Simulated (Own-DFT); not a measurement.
# Computed records: SiC (4H silicon carbide, atoms displaced), Si3N4 (beta silicon nitride, strained, atoms displaced)

Computed with Own-DFT development build. A calculation, not a measurement: plane-wave PBE density functional theory by an unreviewed code, no spin, of a simulated periodic cell, stress positive in tension, free energy of the whole cell less one offset for each atom, forces on such cells passed a denser k mesh, this cell's mesh not checked; offsets are fitted by least squares, one for each functional and potential file, so energies compare only between cells with the same atoms and settings and are not formation energies; the far tail of each file's local potential was reset to the Coulomb form; each entry is a single point on an unrelaxed cell, so the pressure reflects the starting lattice, mostly measured values (interpolated for alloys), from which strain is counted, and rises with the displacements; printed positions are rounded, which can move forces by about a meV/angstrom; the program, named Own-DFT, is a retired in-house code; no spin-orbit coupling.

Settings shared by all entries: functional PBE; potential files PseudoDojo norm-conserving, scalar-relativistic, standard set; wave cutoff 42 hartree; occupations Fermi-Dirac; smearing width 0.1 eV.

(1) SiC (4H silicon carbide, atoms displaced)

```
SiC
1.0
      6.1654     0.0000     0.0000
     -3.0827     5.3394     0.0000
      0.0000     0.0000    10.0681
Si C Si C Si C Si C Si C Si C Si C Si C
2 2 2 2 2 2 2 2 2 2 2 2 2 2 2 2
Direct
  0.01271 0.98734 0.42634
  0.14645 0.30455 0.16843
  0.99005 0.99918 0.10373
  0.14491 0.31768 0.34913
  0.98939 0.50459 0.40283
  0.16580 0.80580 0.14946
  0.99255 0.52330 0.08532
  0.16548 0.81908 0.35042
  0.49785 0.00605 0.41343
  0.69034 0.34781 0.15756
  0.48718 0.99333 0.10605
  0.71738 0.36654 0.35407
  0.48734 0.47850 0.41381
  0.67534 0.88437 0.16582
  0.49280 0.48286 0.10516
  0.64273 0.82618 0.35394
  0.00431 0.99736 0.90317
  0.87075 0.67075 0.65422
  0.00281 0.98861 0.60144
  0.86159 0.67523 0.83830
  0.02583 0.51813 0.91162
  0.83099 0.15000 0.65620
  0.01876 0.50494 0.59379
  0.80066 0.13393 0.82818
  0.52348 0.00676 0.90749
  0.35897 0.70536 0.65695
  0.48969 0.00367 0.58565
  0.33657 0.65414 0.82837
  0.48705 0.47768 0.91732
  0.32089 0.17453 0.65533
  0.50845 0.51955 0.57343
  0.34573 0.15395 0.84741
```

* hardware: one NVIDIA H100
* k mesh: 5 x 5 x 3 centred on Gamma
* free energy of cell above offsets: 5.558 eV
* pressure: 11.95 GPa
* stress xx: -10.8 GPa
* stress yy: -9.63 GPa
* stress zz: -15.41 GPa
* stress yz: -1.6 GPa
* stress xz: 0.05 GPa
* stress xy: -4.35 GPa
* wall time: 125.6 s

Force:
```tsv
element	x (eV/Å)	y (eV/Å)	z (eV/Å)
Si	-3.111	0.042	-4.723
Si	1.967	3.181	-0.568
C	0.978	-1.25	-2.777
C	1.507	-0.357	0.962
Si	10.36	3.005	5.637
Si	-2.593	5.844	4.476
C	2.667	-5.446	0.039
C	-0.085	2.657	-1.783
Si	1.241	-0.159	-2.864
Si	-3.462	-0.794	1.639
C	0.143	2.936	-3.365
C	-11.66	-7.603	-4.927
Si	-0.341	2.001	-7.419
Si	2.842	-5.981	2.172
C	-1.222	1.365	-0.598
C	2.217	0.498	-0.475
Si	-0.621	-0.167	0.773
Si	-2.895	-2.254	0.68
C	-0.807	1.217	0.36
C	-1.451	-1.42	1.508
Si	-1.178	-1.246	-4.166
Si	-1.142	2.247	-2.681
C	0.591	-1.241	-0.284
C	4.97	3.17	3.215
Si	-3.392	-3.118	1.394
Si	0.168	-4.596	-2.962
C	0.369	2.772	2.958
C	0.848	0.381	5.243
Si	1.343	1.83	-1.216
Si	2.993	1.852	0.71
C	0.634	-0.323	9.541
C	-1.875	0.957	-0.499
```

(2) Si3N4 (beta silicon nitride, strained, atoms displaced)

```
Si3N4
1.0
      7.4832    -0.1047    -0.0708
     -3.8323     6.5210     0.0001
     -0.0812    -0.0468     8.7854
Si N Si N Si N
6 8 6 8 6 8
Direct
  0.17577 0.76492 0.07801
  0.22900 0.39436 0.07554
  0.60578 0.82168 0.08606
  0.82291 0.23114 0.24789
  0.77773 0.59679 0.23966
  0.41370 0.18255 0.25140
  0.34863 0.04495 0.08208
  0.96733 0.28900 0.08738
  0.69677 0.66365 0.07945
  0.66889 0.96120 0.25312
  0.02663 0.70232 0.25066
  0.29619 0.33737 0.24284
  0.32733 0.66680 0.07993
  0.67114 0.33698 0.24889
  0.16924 0.77305 0.42226
  0.23473 0.40042 0.41992
  0.59945 0.83305 0.42234
  0.82954 0.24064 0.58439
  0.77021 0.58962 0.57575
  0.39405 0.16242 0.58285
  0.32880 0.03541 0.41202
  0.95416 0.30022 0.41287
  0.70647 0.67061 0.42452
  0.68331 0.97592 0.59533
  0.02471 0.69248 0.58043
  0.28048 0.32835 0.59181
  0.33319 0.65891 0.41591
  0.68387 0.34675 0.58694
  0.16115 0.77885 0.75013
  0.23836 0.40050 0.75798
  0.60184 0.81971 0.75412
  0.83813 0.23608 0.91651
  0.77105 0.60303 0.90653
  0.40436 0.17402 0.91273
  0.34014 0.03766 0.75131
  0.96843 0.29286 0.73829
  0.71437 0.67711 0.75340
  0.67340 0.96180 0.90751
  0.04293 0.70192 0.91480
  0.30392 0.32862 0.90872
  0.32284 0.65655 0.74956
  0.67116 0.33276 0.91101
```

- k mesh: 3 x 3 x 3 centred on Gamma
- free energy of cell above offsets: -1.608 eV
- pressure: 15.69 GPa
- stress xx: -16.36 GPa
- stress yy: -15.59 GPa
- stress zz: -15.13 GPa
- stress yz: -0.58 GPa
- stress xz: -6.55 GPa
- stress xy: -2.76 GPa

Force:
```tsv
element	x (eV/Å)	y (eV/Å)	z (eV/Å)
Si	0.337	2.324	2.655
Si	-0.503	2.772	0.644
Si	-3.392	1.032	-1.501
Si	0.089	-1.003	0.19
Si	-3.425	-0.835	2.725
Si	-1.968	-0.047	-1.567
N	-1.041	-2.456	0.076
N	-0.11	0.13	-1.145
N	1.347	-0.501	-0.844
N	0.178	1.261	-0.599
N	3.466	1.925	-1.14
N	2.519	-1.79	2.287
N	3.027	-1.511	0.005
N	0.111	0.377	-0.113
Si	2.512	-2.154	-1.989
Si	-2.681	0.481	-1.179
Si	0.688	-1.355	0.974
Si	0.134	-1.527	-2.001
Si	-2.139	1.423	2.211
Si	0.622	4.071	0.332
N	-0.048	-0.247	0.956
N	2.994	0.904	1.038
N	-1.537	0.848	-3.812
N	-0.816	-1.238	-2.212
N	1.894	2.185	0.941
N	4.631	-2.836	-2.392
N	-1.662	2.239	0.305
N	-3.764	-4.381	-0.154
Si	4.662	-1.988	-1.126
Si	-4.656	2.486	-3.267
Si	-2.93	-0.5	-2.391
Si	-1.747	-1.446	-2.437
Si	2.371	-2.912	3.719
Si	2.174	0.712	1.914
N	-0.919	-1.73	-1.444
N	1.78	1.211	5.596
N	-0.499	-0.063	-4.04
N	0.43	2.156	4.578
N	-3.45	-0.791	-0.015
N	0.582	-0.88	3.789
N	0.564	2.252	0.153
N	0.174	1.403	0.278
```

(3) Si3N4 (beta silicon nitride, strained, atoms displaced)

```
Si3N4
1.0
      7.6874    -0.0624    -0.0663
     -3.8977     6.5073    -0.0661
     -0.0761    -0.1315     8.6194
Si N Si N Si N
6 8 6 8 6 8
Direct
  0.17277 0.76383 0.08893
  0.24320 0.41379 0.07687
  0.59996 0.82288 0.07279
  0.82336 0.23373 0.25175
  0.77270 0.59261 0.25167
  0.41075 0.18575 0.24766
  0.34316 0.04156 0.06997
  0.96267 0.29823 0.07462
  0.70277 0.67463 0.08502
  0.67403 0.97643 0.22848
  0.02453 0.69370 0.24765
  0.29724 0.33026 0.25067
  0.32793 0.69059 0.07858
  0.67041 0.33033 0.22599
  0.17529 0.76977 0.41046
  0.23138 0.39907 0.41171
  0.60064 0.83727 0.41580
  0.83048 0.22621 0.57955
  0.77120 0.59919 0.57627
  0.39949 0.17014 0.57815
  0.32650 0.03096 0.42811
  0.97299 0.29389 0.41170
  0.70233 0.66895 0.42090
  0.66381 0.96554 0.58873
  0.03098 0.70658 0.58238
  0.29797 0.32686 0.58319
  0.34125 0.68142 0.42192
  0.66741 0.33254 0.58569
  0.16555 0.77455 0.75218
  0.22833 0.40394 0.74837
  0.60143 0.83485 0.75334
  0.81888 0.22464 0.91263
  0.77631 0.60229 0.91946
  0.39748 0.17074 0.92137
  0.33251 0.04056 0.74671
  0.96575 0.30092 0.73757
  0.69862 0.67253 0.74822
  0.67487 0.97114 0.90272
  0.02753 0.70230 0.91159
  0.29265 0.32889 0.92172
  0.33940 0.66741 0.75318
  0.67401 0.34265 0.92277
```

- k mesh: 3 x 3 x 3 centred on Gamma
- free energy of cell above offsets: -1.297 eV
- pressure: 14.37 GPa
- stress xx: -6.91 GPa
- stress yy: -14.79 GPa
- stress zz: -21.4 GPa
- stress yz: -8 GPa
- stress xz: -3.1 GPa
- stress xy: -2.23 GPa

Force:
```tsv
element	x (eV/Å)	y (eV/Å)	z (eV/Å)
Si	-3.942	2.684	-2.654
Si	-4.598	0.829	2.401
Si	-2.141	0.679	-1.081
Si	1.168	0.505	-3.628
Si	-2.092	-0.083	-0.368
Si	0.678	-1.713	0.118
N	-1.118	-4.436	6.782
N	2.685	1.423	2.545
N	0.262	-0.409	0.192
N	-0.028	-0.89	4.818
N	0.984	0.896	-0.143
N	1.065	-0.047	-1.927
N	7.475	-4.221	0.196
N	-1.476	1.073	2.46
Si	0.56	-0.621	2.911
Si	-0.695	2.519	2.791
Si	0.393	-1.336	-1.626
Si	-3.22	0.697	-1.521
Si	0.707	-1.641	4.107
Si	1.086	4.258	5.151
N	0.084	-1.488	-7.734
N	-0.578	-0.011	0.944
N	-1.832	1.457	-3.662
N	0.551	1.702	-1.982
N	0.153	-0.246	-1.774
N	-0.334	0.088	-0.788
N	-0.24	-2.559	-1.178
N	0.517	-0.199	-1.231
Si	3.461	-0.175	-0.867
Si	-0.204	0.806	0.022
Si	-0.395	-5.787	-4.938
Si	-0.76	3.44	-1.304
Si	-1.341	-1.196	-2.15
Si	1.423	4.755	-4.919
N	-0.314	-1.421	0.805
N	2	0.724	4.133
N	0.759	0.035	0.235
N	-0.014	1.156	6.143
N	0.755	0.736	2.145
N	1.636	-0.841	-2.73
N	-2.094	0.578	0.04
N	-0.987	-1.721	-0.735
```

(4) Si3N4 (beta silicon nitride, strained, atoms displaced)

```
Si3N4
1.0
      7.6013    -0.0235     0.1380
     -3.8210     6.4867    -0.1430
      0.1584    -0.0981     8.6756
Si N Si N Si N
6 8 6 8 6 8
Direct
  0.17129 0.76841 0.08478
  0.22103 0.40192 0.08096
  0.59635 0.82687 0.07454
  0.83329 0.24048 0.24935
  0.77291 0.60946 0.25723
  0.40658 0.17307 0.24546
  0.31806 0.02407 0.09025
  0.96932 0.30319 0.09106
  0.69950 0.67367 0.08707
  0.67411 0.97173 0.24340
  0.03310 0.71012 0.25432
  0.28849 0.32594 0.25058
  0.33570 0.66184 0.07083
  0.67085 0.35076 0.24496
  0.17483 0.75679 0.41266
  0.23633 0.38897 0.41782
  0.59498 0.83245 0.41836
  0.82214 0.21768 0.58345
  0.76456 0.59973 0.56786
  0.40388 0.17694 0.57747
  0.32521 0.01983 0.41565
  0.97581 0.30794 0.40536
  0.69611 0.66951 0.42267
  0.66149 0.95375 0.58472
  0.04385 0.70987 0.58205
  0.29493 0.34274 0.58106
  0.33474 0.67162 0.42205
  0.66169 0.32216 0.57175
  0.17259 0.76537 0.74786
  0.21229 0.38682 0.74622
  0.60436 0.82697 0.74316
  0.82622 0.23747 0.91928
  0.77196 0.58534 0.92016
  0.39822 0.17411 0.91962
  0.32856 0.03220 0.75182
  0.96156 0.30534 0.75009
  0.70794 0.67505 0.75118
  0.67145 0.96890 0.90887
  0.02392 0.69175 0.91751
  0.31416 0.34246 0.91997
  0.33545 0.66447 0.74761
  0.66575 0.32944 0.91669
```

* k mesh: 3 x 3 x 3 centred on Gamma
* free energy of cell above offsets: -2.623 eV
* pressure: 14.08 GPa
* stress xx: -10.99 GPa
* stress yy: -13.08 GPa
* stress zz: -18.16 GPa
* stress yz: -4.56 GPa
* stress xz: 4.93 GPa
* stress xy: -0.72 GPa

Force:
```tsv
element	x (eV/Å)	y (eV/Å)	z (eV/Å)
Si	1.141	-2.06	-0.918
Si	2.095	1.082	1.537
Si	-0.324	-0.477	0.341
Si	-3.324	-1.118	1.312
Si	0.285	-0.431	-3.143
Si	-0.045	1.342	2.635
N	0.42	1.389	-3.083
N	-0.137	0.065	-4.097
N	1.262	-0.407	0.042
N	-0.283	0.472	1.639
N	-0.615	-0.877	-0.684
N	2.567	-1.294	-2.879
N	-2.054	1.374	0.995
N	0.795	-2.524	0.223
Si	-0.356	0.894	0.851
Si	-4.696	4.302	-1.345
Si	-1.158	-1.734	-3.308
Si	-1.27	1.96	-1.74
Si	4.297	-1.842	6.337
Si	-0.221	-1.389	1.169
N	-0.008	2.593	-1.065
N	0.132	-0.851	3.886
N	-2.484	1.869	-2.44
N	0.748	4.435	-0.593
N	-3.399	-1.888	-0.532
N	4.221	-3.548	0.794
N	2.448	-2.337	-0.919
N	0.522	1.907	0.327
Si	1.497	-0.117	0.316
Si	1.079	4.355	3.096
Si	-1.742	-3.387	2.893
Si	-0.265	-1.393	0.903
Si	-3.074	1.73	-0.864
Si	1.451	-0.598	0.079
N	-0.448	0.436	-0.946
N	0.497	-0.742	-0.497
N	1.338	-1.174	-0.514
N	0.232	1.644	1.38
N	1.934	0.984	0.378
N	-1.612	-1.003	-1.967
N	-0.499	-0.591	0.206
N	-0.945	-1.051	0.195
```
